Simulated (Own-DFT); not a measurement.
## Calculated data, Hf₁₆O₃₁ (monoclinic hafnia with two neutral oxygen vacancies, atoms displaced)

All values are calculated (Own-DFT development build). A calculation, not a measurement: plane-wave PBE and HSE06 DFT by an unreviewed code, no spin, of a simulated cell at Gamma alone, so results move with cell size and shape, stress positive in tension, energies less offsets, not probed for a lower state with spin; hafnium file: forces about 75 meV/angstrom off all-electron values; oxygen file: force components 24 meV/angstrom off all-electron in a glass; k mesh not checked against a denser one; forces and stress are PBE's, HSE06 gives the energy alone, and its difference from PBE has offsets of its own; offsets are fitted by least squares, one for each functional and potential file, so energies compare only between cells with the same atoms and settings and are not formation energies; the far tail of each file's local potential was reset to the Coulomb form; each entry is a single point on an unrelaxed cell, so the pressure reflects the starting lattice, mostly measured values, from which strain is counted, and rises with the displacements; printed positions are rounded, which can move forces by about a meV/angstrom; the program is a retired in-house code; no spin-orbit coupling.

## Hf₁₆O₃₁ (monoclinic hafnia with two neutral oxygen vacancies, atoms displaced)

```
cell vectors (Å)
  10.2340     0.0000     0.0000
   0.0000    10.3500     0.0000
  -1.6955     0.0000    10.4453
atoms (fractions of the cell vectors)
Hf  0.13705  0.01729  0.10133
Hf  0.36642  0.26749  0.15290
Hf  0.36047  0.48408  0.39525
Hf  0.13924  0.23049  0.35201
O   0.03710  0.16727  0.17025
O   0.46220  0.41880  0.07692
O   0.46268  0.33464  0.32519
O   0.22733  0.37690  0.24089
O   0.27022  0.12376  0.00959
O   0.27204  0.12182  0.26073
O   0.22648  0.36991  0.49183
Hf  0.14538  0.01832  0.60227
Hf  0.36124  0.27588  0.64659
Hf  0.36317  0.47760  0.89808
Hf  0.13801  0.22744  0.85585
O   0.03901  0.16597  0.67599
O   0.46467  0.41758  0.57166
O   0.46280  0.33490  0.82640
O   0.03885  0.08352  0.92388
O   0.22568  0.37716  0.74184
O   0.27901  0.13269  0.51213
O   0.27388  0.12636  0.76643
O   0.22399  0.37098  0.98808
Hf  0.14144  0.51659  0.10358
Hf  0.35989  0.77250  0.14615
Hf  0.35749  0.98398  0.39475
Hf  0.13380  0.73062  0.35485
O   0.03772  0.66719  0.17521
O   0.46277  0.91570  0.07569
O   0.45989  0.83084  0.32683
O   0.03609  0.58057  0.42490
O   0.22331  0.88167  0.23833
O   0.27541  0.63027  0.00855
O   0.27624  0.62197  0.25728
O   0.22816  0.87481  0.48853
Hf  0.13731  0.51813  0.60475
Hf  0.35924  0.76998  0.64676
Hf  0.36469  0.98219  0.89569
Hf  0.13795  0.72726  0.85371
O   0.03545  0.66907  0.66926
O   0.46040  0.91624  0.57636
O   0.46306  0.83538  0.82992
O   0.03291  0.58422  0.92082
O   0.22585  0.87677  0.73925
O   0.27847  0.63064  0.50901
O   0.27405  0.62068  0.76368
O   0.22653  0.87249  0.99256
Hf  0.63704  0.01813  0.10184
Hf  0.86447  0.27649  0.14788
Hf  0.86130  0.47922  0.39616
Hf  0.63809  0.22961  0.35179
O   0.54040  0.16263  0.17381
O   0.96255  0.41428  0.07415
O   0.96268  0.33324  0.33047
O   0.53205  0.08439  0.42957
O   0.72568  0.38006  0.24012
O   0.77324  0.12772  0.01234
O   0.77695  0.12018  0.26619
O   0.72434  0.36509  0.48814
Hf  0.63552  0.01820  0.60016
Hf  0.85983  0.26863  0.64682
Hf  0.85977  0.48389  0.89873
Hf  0.63754  0.23110  0.85386
O   0.53356  0.16967  0.67239
O   0.95989  0.41802  0.57593
O   0.96399  0.33640  0.82859
O   0.53796  0.08786  0.92439
O   0.72729  0.38230  0.73864
O   0.77732  0.13096  0.51599
O   0.77552  0.12529  0.76396
O   0.72572  0.36729  0.98635
Hf  0.64267  0.51845  0.10735
Hf  0.86009  0.77222  0.14409
Hf  0.86322  0.98041  0.40044
Hf  0.63598  0.73108  0.35124
O   0.53992  0.66815  0.17491
O   0.96557  0.91177  0.07694
O   0.95654  0.83182  0.32208
O   0.53605  0.58448  0.42227
O   0.71952  0.87825  0.23508
O   0.78021  0.63219  0.00750
O   0.77570  0.62104  0.26009
O   0.72820  0.87259  0.49341
Hf  0.63551  0.51662  0.60670
Hf  0.85928  0.77107  0.64440
Hf  0.86400  0.98150  0.89942
Hf  0.63683  0.73452  0.85043
O   0.53547  0.67126  0.67163
O   0.95731  0.83136  0.82434
O   0.53924  0.58294  0.92252
O   0.72505  0.88141  0.73546
O   0.77390  0.62742  0.51082
O   0.77970  0.62464  0.76036
O   0.72319  0.87005  0.98865
```

Here we set first functional PBE, second functional HSE06, exact exchange share 0.25, screening 0.11 1/bohr, exchange divergence Gygi-Baldereschi, potential files PseudoDojo norm-conserving, scalar-relativistic, made for PBE, standard set, wave cutoff 48 hartree, occupations fixed and k mesh 1 x 1 x 1 centred on Gamma.

The calculation gives: PBE energy of cell above offsets -91.763 eV; HSE06 less PBE above offsets 0.329 eV; PBE pressure 3.63 GPa; PBE stress xx -3.27 GPa; PBE stress yy -3.37 GPa; PBE stress zz -4.25 GPa; PBE stress yz 0.21 GPa; PBE stress xz -0.26 GPa; PBE stress xy -0.01 GPa.

Force:
```
element  x (eV/Å)  y (eV/Å)  z (eV/Å)
     Hf     0.078     0.357     0.562
     Hf    -0.267     0.186     -1.53
     Hf     0.404     0.013    -0.067
     Hf     -0.68    -0.339     0.552
      O    -0.557     0.408     0.495
      O     0.505    -0.357      0.68
      O     0.629    -0.269     0.276
      O    -0.442     0.354    -0.184
      O     1.004     0.769     0.785
      O     0.584     0.202     -0.02
      O    -0.372      0.42    -0.427
     Hf    -1.082     0.681     0.263
     Hf      0.19    -0.778     0.176
     Hf     0.109     0.527    -0.152
     Hf    -0.434     0.701    -0.246
      O    -0.327    -0.417    -0.869
      O    -0.114    -0.121     0.561
      O     0.547     0.026     0.107
      O    -1.276    -0.754    -0.145
      O    -0.299     0.639    -0.402
      O    -0.795    -0.318      -0.4
      O     0.975    -0.664    -0.514
      O    -0.038    -0.008     0.642
     Hf    -0.355     0.874    -0.335
     Hf     0.288    -0.338    -0.132
     Hf     0.458    -0.913     0.116
     Hf    -0.076    -0.024    -0.309
      O     -0.09    -0.407    -0.304
      O     0.449     0.348     0.119
      O     0.213     0.539     0.331
      O     0.246     0.343    -0.429
      O    -0.132    -0.428     0.288
      O    -0.144    -0.198     0.336
      O     -0.22    -0.172     0.325
      O    -0.787    -0.407     0.001
     Hf    -0.558     0.085     0.236
     Hf     0.567     0.083    -0.175
     Hf    -0.591     0.153     0.105
     Hf    -0.483      0.44     0.104
      O     0.147      0.07    -0.014
      O     0.419     0.086     0.267
      O     0.417     -0.27    -0.305
      O     0.444     0.048     0.437
      O    -0.479     0.385    -0.071
      O    -0.432    -0.146     0.172
      O     0.233    -0.122    -0.469
      O    -0.385    -0.464    -0.736
     Hf     0.563    -0.059     0.391
     Hf    -0.168    -1.805    -0.498
     Hf    -0.391     0.483     0.725
     Hf     0.123    -0.603     1.081
      O    -1.089     0.719     0.105
      O     0.823     0.642      0.73
      O     0.845    -0.605    -0.246
      O     0.383      0.54    -1.222
      O     -0.28    -0.239    -0.119
      O     0.585     0.162     0.381
      O     0.286     0.209     -0.06
      O    -0.324     0.709    -0.033
     Hf    -0.244     0.825     1.245
     Hf     0.968     0.292     0.529
     Hf     0.438    -0.485    -1.333
     Hf     0.245    -0.355    -0.345
      O     0.209    -0.283    -0.024
      O     0.632     0.042     0.392
      O     0.225    -0.225    -0.018
      O     -0.84    -0.528    -0.204
      O    -0.589    -0.114     0.061
      O    -0.155    -0.922    -0.816
      O      0.01    -0.329     0.009
      O    -0.367     0.745      0.85
     Hf    -0.897     1.121    -1.037
     Hf    -0.124    -0.573    -0.036
     Hf     0.413     0.202    -0.228
     Hf     0.028     -0.22     0.416
      O    -0.474    -0.295    -0.644
      O     0.169     0.511    -0.325
      O      0.57     0.463     1.179
      O    -0.326    -0.305    -0.133
      O    -0.055    -0.131     0.322
      O    -0.467    -0.477     0.551
      O     0.265    -0.184    -0.038
      O     0.393     0.016    -0.572
     Hf     0.738     1.193    -0.541
     Hf     0.508    -0.204     0.085
     Hf    -0.142     0.088     -0.94
     Hf     0.161    -0.844      0.37
      O     0.053    -0.481    -0.107
      O     0.917     0.162     0.284
      O    -0.041     0.012     0.012
      O    -0.513     0.013     0.431
      O     0.008     0.032    -0.075
      O    -0.604    -0.119    -0.086
      O     0.045     0.384    -0.169
```
